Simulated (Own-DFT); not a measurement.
# Energy and forces against displacement in 3C SiC, 64 atoms (C32Si32)

These are calculations, not measurements. They come from Own-DFT, an in-house plane-wave density functional program, since retired, whose code no person has reviewed. Each row is one single-point run on a periodic cell that was not relaxed, without spin or spin-orbit coupling.

Settings of every run: PBE; PseudoDojo norm-conserving scalar-relativistic files; cutoff 42 hartree; 4 x 4 x 4 k mesh centred on Gamma; Fermi-Dirac smearing of 0.1 eV.

Known limits, some of them of some rows only: some atoms lie very close together; forces on such cells passed a denser k mesh, each cell not checked; stress not checked against mesh or cutoff.

Cell vectors in Å: (8.719, 0.000, 0.000); (0.000, 8.719, 0.000); (0.000, 0.000, 8.719). In each run every atom was moved at random and independently from its ideal site; u is the rms move along one axis. E is the free energy for each atom above the fitted value at u = 0, and F the rms of the force components.

```
run   u (Å)  E (meV/atom)  F (eV/Å)  largest force (eV/Å)  P (GPa)
  1  0.0291          33.9     0.832                  2.66     3.78
  2  0.0304          34.5     0.842                  2.50     3.81
  3  0.0324          40.1     0.903                  2.92     3.95
  4  0.0591         138.9     1.947                 12.64     6.48
  5  0.0642         173.8     2.186                  9.04     7.51
  6  0.0649         157.6     1.871                  6.13     6.67
  7  0.0982         372.9     3.248                 14.98    11.93
  8  0.1077             ?         ?                     ?        ?
  9  0.1081         434.2     3.499                 16.83    13.07
 10  0.1452         800.8     5.498                 34.94    22.50
```

## Worked fit

For small independent moves the energy grows as E = (3/2) K u², with K the mean stiffness felt by one atom. The runs with u up to 0.11 Å give K = 25.9 ± 0.7 eV/Å², with residuals divided by u² + 0.0006 Å², since the noise grows with the moves. The scatter is 4.9 meV/atom at u = 0.05 Å. The forces follow F = G u with G = 30.8 eV/Å²; no force at u = 0 is resolved. G exceeds K because the moves of its neighbours add to the force on an atom, and stiffness differs between atoms. At u = 0.145 Å the parabola gives 820 meV/atom and the run 801. The pressure follows P = 3.20 + 879 u² GPa: at fixed volume, shortened bonds push harder than stretched ones pull.

## Withheld run

Question: what energy and rms force should run 8 give?

The fit gives 451 ± 22 meV/atom and about 3.32 eV/Å. The calculation gave 490.7 meV/atom and 3.931 eV/Å.
